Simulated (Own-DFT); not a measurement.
Simulation results for Al3GaN4 (wurtzite random alloy, strained, atoms displaced)

All values are calculated (Own-DFT development build). A calculation, not a measurement: plane-wave PBE density functional theory by an unreviewed code, no spin, of a simulated periodic cell, stress positive in tension, free energy of the whole cell less one offset for each atom, forces on such cells passed a denser k mesh, this cell's mesh not checked; offsets are fitted by least squares, one for each functional and potential file, so energies compare only between cells with the same atoms and settings and are not formation energies; the far tail of each file's local potential was reset to the Coulomb form; each entry is a single point on an unrelaxed cell, so the pressure reflects the starting lattice, mostly measured values, from which strain is counted, and rises with the displacements; printed positions are rounded, which can move forces by about a meV/angstrom; the program is a retired in-house code; no spin-orbit coupling.

Settings shared by all entries: functional PBE; potential files PseudoDojo norm-conserving, scalar-relativistic, standard set with the stringent files for Ga; wave cutoff 96 hartree; occupations Gaussian; smearing width 0.01 eV; k mesh 4 x 4 x 3 centred on Gamma.

(1) Al3GaN4 (wurtzite random alloy, strained, atoms displaced)

```xyz
72
Lattice="9.2763 0.0000 0.0000 -4.6382 8.0335 0.0000 0.0000 0.0000 10.0655" Properties=species:S:1:pos:R:3 Al3GaN4
Al    -0.1328     1.8252     0.0408
Al     1.5152     0.9276     2.5500
N      0.0127     1.7982     1.9617
N      1.4802     0.9270     4.3644
Al     0.0217     1.7645     5.0810
Al     1.5578     0.8783     7.5213
N      0.1122     1.8647     6.9968
N      1.6238     0.8269     9.4335
Al    -1.6110     4.4566     0.0642
Ga     0.0385     3.5875     2.4158
N     -1.5270     4.4253     1.8915
N     -0.0060     3.5768     4.4411
Al    -1.5577     4.4544     4.9302
Al    -0.0219     3.6278     7.6094
N     -1.5820     4.4130     6.9223
N     -0.0192     3.5534     9.4691
Al    -3.1282     7.0698     0.0391
Al    -1.6627     6.2330     2.5700
N     -3.0277     7.1754     1.8913
N     -1.4768     6.2831     4.4165
Al    -3.0150     7.0698     5.0545
Ga    -1.5664     6.3112     7.6200
N     -3.1144     7.1317     6.9413
N     -1.5978     6.2467     9.4759
Al     3.1428     1.7614     0.0595
Al     4.5607     0.9689     2.5245
N      3.1230     1.8020     1.9338
N      4.5830     0.9154     4.5169
Al     3.0320     1.7985     5.0242
Al     4.7282     0.9874     7.4471
N      2.9775     1.7645     7.0024
N      4.6696     0.9786     9.4428
Al     1.5094     4.4338     0.0233
Al     3.0852     3.5592     2.4955
N      1.5327     4.5342     1.8618
N      3.2028     3.5947     4.3770
Al     1.5430     4.3844     5.1069
Al     3.0095     3.5414     7.5671
N      1.5639     4.4919     6.9444
N      3.0975     3.5290     9.4543
Al     0.0061     7.1083     0.0175
Al     1.4862     6.3112     2.4256
N      0.0260     7.1894     1.9502
N      1.6569     6.2437     4.3848
Ga    -0.0072     7.1575     5.1118
Ga     1.4902     6.2414     7.6201
N      0.0170     7.0823     7.0074
N      1.5708     6.2276     9.4874
Al     6.1453     1.7626     0.0337
Ga     7.7437     0.8863     2.4705
N      6.1666     1.8376     1.9214
N      7.6962     0.8784     4.4659
Ga     6.1709     1.8258     5.0217
Ga     7.6831     0.9174     7.5119
N      6.1511     1.7825     6.9099
N      7.7363     0.8348     9.5013
Al     4.7093     4.4204    10.0495
Ga     6.2255     3.5425     2.5374
N      4.5983     4.4647     1.8127
N      6.2380     3.5465     4.3136
Al     4.6429     4.4683     5.1003
Al     6.1948     3.5560     7.5198
N      4.6471     4.4554     6.9462
N      6.3107     3.5467     9.4842
Al     3.0500     7.1307     9.9894
Al     4.6745     6.2043     2.5142
N      3.1281     7.0562     1.9422
N      4.6569     6.2724     4.3443
Ga     3.0590     7.1918     5.0649
Al     4.6986     6.2065     7.5303
N      3.0002     7.1267     6.9761
N      4.6181     6.1808     9.5346
```

* free energy of cell above offsets: -21.871 eV
* pressure: 11.75 GPa
* stress xx: -13.76 GPa
* stress yy: -12.2 GPa
* stress zz: -9.3 GPa
* stress yz: 0.18 GPa
* stress xz: -1.1 GPa
* stress xy: -1.08 GPa

Force:
```tsv
element	x (eV/Å)	y (eV/Å)	z (eV/Å)
Al	2.75	-1.283	-0.559
Al	0.777	-0.711	-1.176
N	0.396	-0.547	-1.922
N	1.316	-1.045	1.592
Al	-1.19	0.823	-0.209
Al	-1.063	-0.709	2.205
N	-1.701	-0.583	-0.952
N	-1.351	0.422	0.972
Al	2.106	0.92	-0.888
Ga	0.124	0.297	2.271
N	-0.558	2.206	0.155
N	0.465	-0.527	0.016
Al	0.904	0.1	1.588
Al	0.187	-0.374	-0.848
N	0.474	0.636	-0.776
N	-0.416	0.839	0.537
Al	-0.003	1.774	-0.557
Al	2.767	0.123	-0.92
N	-1.571	-0.099	0.654
N	-1.815	-1.441	-0.225
Al	-1.725	1.205	-0.707
Ga	-0.082	-1.514	-0.622
N	-0.347	0.541	-1.051
N	1.127	-0.609	1.626
Al	-1.343	-0.012	-1.387
Al	2.174	-1.612	1.11
N	-1.962	0.322	-0.233
N	-0.514	0.442	-1.41
Al	0.078	0.344	0.437
Al	-4.042	-2.289	2.215
N	3.201	0.818	-2.182
N	-0.157	-1.936	-0.654
Al	1.22	-0.132	-0.729
Al	0.18	1.521	-0.136
N	1.195	-0.594	0.155
N	-1.819	-0.84	0.879
Al	0.573	1.782	-1.893
Al	1.019	0.075	0.6
N	-0.751	-1.334	0.355
N	-0.041	0.521	0.266
Al	-0.522	1.13	0.105
Al	2.031	-0.833	2.179
N	-2.225	0.446	-0.991
N	-2.776	-1.569	-0.246
Ga	2.194	-0.728	-0.92
Ga	1.272	-0.605	-0.211
N	-1.199	2.894	-0.285
N	-1.502	-0.411	1.036
Al	1.261	0.421	0.011
Ga	-0.751	-1.146	1.175
N	-0.746	-2.315	-0.867
N	1.415	1.925	-0.443
Ga	0.106	-0.642	-0.627
Ga	1.961	-0.207	0.918
N	1.177	2.084	0.086
N	-1.114	1.201	-0.198
Al	-1.137	-0.474	-0.4
Ga	-1.5	1.269	-2.083
N	0.628	-0.289	1.258
N	-1.035	1.86	3.609
Al	0.585	0.666	-1.819
Al	0.052	0.272	1.09
N	-0.372	-0.798	0.333
N	-2.532	-0.913	-1.354
Al	1.596	-0.929	1.964
Al	-0.517	0.339	-0.811
N	-0.413	0.966	-1.672
N	1.45	-0.898	1.96
Ga	0.999	-1.456	-0.168
Al	-1.867	0.685	1.211
N	2.629	-0.092	0.456
N	0.27	0.628	-1.896
```

(2) Al3GaN4 (wurtzite random alloy, strained, atoms displaced)

```xyz
72
Lattice="9.2763 0.0000 0.0000 -4.6382 8.0335 0.0000 0.0000 0.0000 10.0655" Properties=species:S:1:pos:R:3 Al3GaN4
Ga     0.0730     1.8486     0.0425
Al     1.5078     0.9621     2.5174
N      0.0401     1.8250     1.9169
N      1.5662     0.9506     4.3327
Al    -0.0179     1.7256     4.9761
Ga     1.6338     0.9619     7.5654
N      0.0984     1.7691     7.0666
N      1.5987     0.8444     9.4418
Al    -1.5084     4.4431     0.0829
Ga     0.0118     3.5283     2.4838
N     -1.5976     4.4484     1.8366
N      0.0275     3.7068     4.3692
Al    -1.5559     4.4375     5.0361
Al    -0.0600     3.4925     7.5116
N     -1.6525     4.4730     6.9093
N     -0.0633     3.5981     9.4803
Al    -3.0678     7.1219     9.9486
Al    -1.5521     6.2849     2.4897
N     -3.1065     7.0977     1.9184
N     -1.5152     6.1929     4.3829
Al    -3.1381     7.1035     5.0718
Ga    -1.5170     6.3352     7.4650
N     -3.0643     7.1923     7.0224
N     -1.5328     6.3103     9.4019
Ga     3.0777     1.7183     9.9758
Al     4.6000     0.8910     2.5584
N      3.0217     1.7384     1.9018
N      4.6472     0.8520     4.3983
Al     3.0985     1.7557     5.0868
Al     4.6326     0.8218     7.5161
N      3.1353     1.7918     6.8523
N      4.6193     0.9549     9.4514
Al     1.5349     4.4556    10.0592
Al     3.0830     3.5277     2.4427
N      1.5436     4.5274     1.9497
N      3.1610     3.6280     4.4353
Al     1.5060     4.4988     5.0064
Al     3.0720     3.5832     7.5123
N      1.5541     4.4664     6.8728
N      3.1570     3.6266     9.4527
Ga     0.0033     7.1564     0.0649
Ga     1.5242     6.2012     2.4473
N     -0.0458     7.1665     1.9324
N      1.5721     6.2381     4.4486
Al     0.0386     7.0667     5.0118
Al     1.4931     6.2015     7.5182
N     -0.0224     7.1244     6.8987
N      1.4797     6.3181     9.5574
Al     6.2284     1.7651     0.0277
Ga     7.8003     0.9474     2.5451
N      6.1830     1.7748     1.9186
N      7.6767     0.8653     4.4127
Al     6.2065     1.7054     5.0562
Al     7.8447     0.8945     7.5008
N      6.2271     1.8562     6.9616
N      7.7745     0.8566     9.3983
Al     4.7157     4.3390    10.0247
Al     6.1243     3.6046     2.4835
N      4.6306     4.5226     1.9521
N      6.2468     3.5500     4.4782
Al     4.6407     4.4608     5.0258
Al     6.1858     3.4796     7.6289
N      4.6916     4.4248     6.9932
N      6.1927     3.5487     9.4674
Ga     3.1515     7.1918    10.0282
Al     4.5110     6.2209     2.5522
N      3.0492     7.1309     1.8924
N      4.6024     6.3281     4.4935
Al     3.1406     7.1055     5.0954
Al     4.6042     6.3778     7.5055
N      3.0087     7.1127     6.9512
N      4.6285     6.3020     9.4870
```

* free energy of cell above offsets: -20.793 eV
* pressure: 12.23 GPa
* stress xx: -15.6 GPa
* stress yy: -12.66 GPa
* stress zz: -8.41 GPa
* stress yz: -1.14 GPa
* stress xz: 0.65 GPa
* stress xy: 0.45 GPa

Force:
```tsv
element	x (eV/Å)	y (eV/Å)	z (eV/Å)
Ga	-0.756	-1.658	-1.31
Al	1.004	-2.895	-0.568
N	0.079	-1.362	-0.306
N	-0.679	-0.896	2.287
Al	0.633	1.68	0.572
Ga	0.434	-1.018	0.217
N	-1.986	0.255	-3.263
N	-1.694	0.268	0.189
Al	-1.54	1.559	-2.603
Ga	-0.748	2.827	0.789
N	0.194	0.527	2.06
N	-1.02	-2.883	1.375
Al	0.163	0.519	-0.021
Al	-0.034	2.918	0.45
N	1.805	-1.078	0.505
N	1.814	0.408	-1.296
Al	-0.511	-0.547	2.244
Al	-0.874	-0.867	0.352
N	-1.053	1.134	-0.366
N	-0.917	0.939	0.865
Al	2.014	0.902	-0.833
Ga	-0.961	-2.955	1.773
N	-2.065	0.134	-2.496
N	-0.181	-1.789	0.725
Ga	0.507	2.07	2.023
Al	0.31	0.122	-0.726
N	1.271	1.036	-0.034
N	-0.155	0.069	1.298
Al	0.464	1.006	-2.97
Al	1.09	1.609	0.54
N	0.949	0.451	2.021
N	2.384	-0.875	-1.407
Al	0.501	1.041	0.089
Al	0.234	0.647	1.31
N	0.745	-4.017	-2.446
N	-1.742	-1.382	-0.733
Al	1.963	-0.499	-0.198
Al	1.217	0.471	0.022
N	-1.056	-0.786	1.237
N	-2.147	-0.619	-0.614
Ga	-1.443	1.049	-0.43
Ga	-0.28	3.137	1.9
N	-0.071	0.307	0.868
N	0.535	0.601	0.135
Al	-0.741	0.741	-0.721
Al	-0.023	0.384	1.395
N	2.476	1.022	-0.886
N	1.994	-2.538	-2.667
Al	-0.175	-0.327	-0.516
Ga	-1.762	-1.49	-0.816
N	-0.799	0.629	-0.296
N	1.773	-0.323	1.806
Al	-1.244	1.825	0.027
Al	-2.307	-0.22	1.015
N	0.139	-3.587	-0.718
N	-0.408	2.692	-0.163
Al	-1.143	3.353	0.972
Al	1.031	-0.608	1.291
N	-0.693	-1.764	-1.224
N	-1.483	-0.532	-1.539
Al	1.301	-0.073	1.137
Al	-0.225	2.761	-0.838
N	-1.015	1.326	-0.528
N	1.703	-0.735	0.572
Ga	-1.391	-1.255	1.222
Al	1.958	1.494	-0.366
N	1.029	0.888	0.571
N	0.999	-1.766	-0.829
Al	-2.576	0.573	-0.699
Al	0.7	-2.89	1.534
N	0.85	1.099	-0.115
N	1.637	-2.236	-1.851
```
